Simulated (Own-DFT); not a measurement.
# Strain and stress in wurtzite GaN, 72 atoms (Ga36N36)

These are calculations, not measurements. The program, named Own-DFT, is a retired in-house plane-wave density functional code that no person has reviewed. Each row is one single-point run on a periodic cell that was not relaxed, without spin or spin-orbit coupling.

Settings of every run: PBE; PseudoDojo norm-conserving scalar-relativistic files (stringent for Ga); cutoff 96 hartree; 4 x 4 x 3 k mesh centred on Gamma; Gaussian smearing of 0.01 eV.

Known limits: forces not confirmed at this smearing and k mesh; stress not checked against mesh or cutoff.

Unstrained cell vectors in Å: (9.567, 0.000, 0.000); (-4.783, 8.285, 0.000); (0.000, 0.000, 10.370). The unstrained cell has measured lattice constants (interpolated for alloys), not those of this functional. That, the random moves and any unrelaxed bonds set the pressure at no strain. Each run strains this cell uniformly, with the atoms carried along. Every atom was also moved at random, by a Gaussian of width 0.05 Å on each axis. Strain is the symmetric tensor, in per cent. Stress is positive in tension, and the pressure is minus a third of its trace.

```
run,e_xx (%),e_yy (%),e_zz (%),s_xx (GPa),s_yy (GPa),s_zz (GPa),P (GPa),E (meV/atom)
1,0.50,0.50,0.00,-3.85,-5.13,-7.02,5.33,10.0
2,-2.25,-2.25,0.00,-18.71,-22.14,-11.62,17.49,59.1
3,0.75,0.75,0.00,-4.58,-2.67,-6.28,4.51,15.1
4,1.25,1.25,0.00,-0.91,-0.16,-5.38,2.15,0.0
5,-0.25,-0.25,0.00,-7.77,-8.39,-8.04,8.07,13.1
6,-2.75,-2.75,0.00,-24.47,-24.42,-11.35,20.08,81.0
7,3.00,3.00,0.00,6.78,6.25,-3.23,-3.26,10.9
8,-0.75,-0.75,0.00,-12.02,-9.78,-8.60,10.14,21.4
9,-0.50,-0.50,0.00,?,?,?,?,?
```

E is the free energy for each atom above the lowest run shown.

## Worked fit

The change of volume is close to e_xx + e_yy + e_zz. A straight line through the runs shown gives P = 7.87 - 206 x (fractional change of volume) GPa, with an error of 9 on the slope and a scatter of 0.93 GPa. The strain isn't the same on all axes and the cell isn't cubic, so the slope belongs to this path and is not the bulk modulus.

## Withheld run

Question: what pressure should run 9 give? Its volume changes by -1.00 %.

The line gives 9.9 GPa. The calculation gave 9.98 GPa.
